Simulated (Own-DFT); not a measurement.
# Which defects push the lattice out? D0_22 TiAl3

Everything here is calculated. The program is Own-DFT (plane waves, in-house, since retired, never reviewed by a person); positions were held fixed, and spin and spin-orbit coupling were off.

Method: PBEsol; PseudoDojo norm-conserving scalar-relativistic files, made for PBE; cutoff 42 hartree; 4 x 4 x 4 k mesh centred on Gamma; cold (Marzari-Vanderbilt) smearing of 0.2 eV.

Known weak points: forces on such cells failed a check on a denser k mesh; stress not checked against mesh or cutoff.

All runs share one cell, with vectors in Å (-2.365, -6.981, 4.326); (-7.667, 3.491, 1.442); (-2.950, -3.488, -7.241) and a volume of 625.4 Å³. u is the rms random offset of the atoms per axis. The defect's site can differ from row to row.

```
cell,formula,u (Å),P (GPa)
no defect,Al30Ti10,0.0211,0.09
no defect,Al30Ti10,0.0219,0.08
no defect,Al30Ti10,0.0501,0.64
two Al on a Ti site each,Al32Ti8,0.0302,1.22
two Al on a Ti site each,Al32Ti8,0.0478,1.57
two Al on a Ti site each,Al32Ti8,0.0523,1.81
two Al vacancies,Al28Ti10,0.0275,-0.69
two Al vacancies,Al28Ti10,0.0460,-0.17
two Al vacancies,Al28Ti10,0.0481,-0.23
two Ti on an Al site each,Al28Ti12,0.0294,1.24
two Ti on an Al site each,Al28Ti12,0.0311,?
two Ti on an Al site each,Al28Ti12,0.0451,1.34
two Ti on an Al site each,Al28Ti12,0.0509,1.59
```

## Fit

P = P0 + c u² + a shift for each defect gives P0 = -0.04 GPa, c = 273 ± 28 GPa/Å² and a scatter of 0.08 GPa. The shifts, and each times the cell's volume:

- two Al on a Ti site each: 1.03 ± 0.07 GPa, 4.0 eV (2.0 eV for each of its 2 sites)
- two Ti on an Al site each: 0.93 ± 0.07 GPa, 3.6 eV (1.8 eV for each of its 2 sites)
- two Al vacancies: -0.79 ± 0.07 GPa, -3.1 eV (-1.5 eV for each of its 2 sites)

A positive shift means that the defect pushes the cell outwards. Shift times volume (160.2 GPa Å³ is 1 eV) depends little on the cell's size, so, taken for each site, it can be compared between cells at like pressure. The atoms around the defects weren't relaxed, which would change these numbers.

## The run left out

The question: what pressure belongs in the blank (two Ti on an Al site each, u = 0.0311 Å)?

From the fit: 1.15 ± 0.09 GPa. The hidden result is 1.23 GPa.
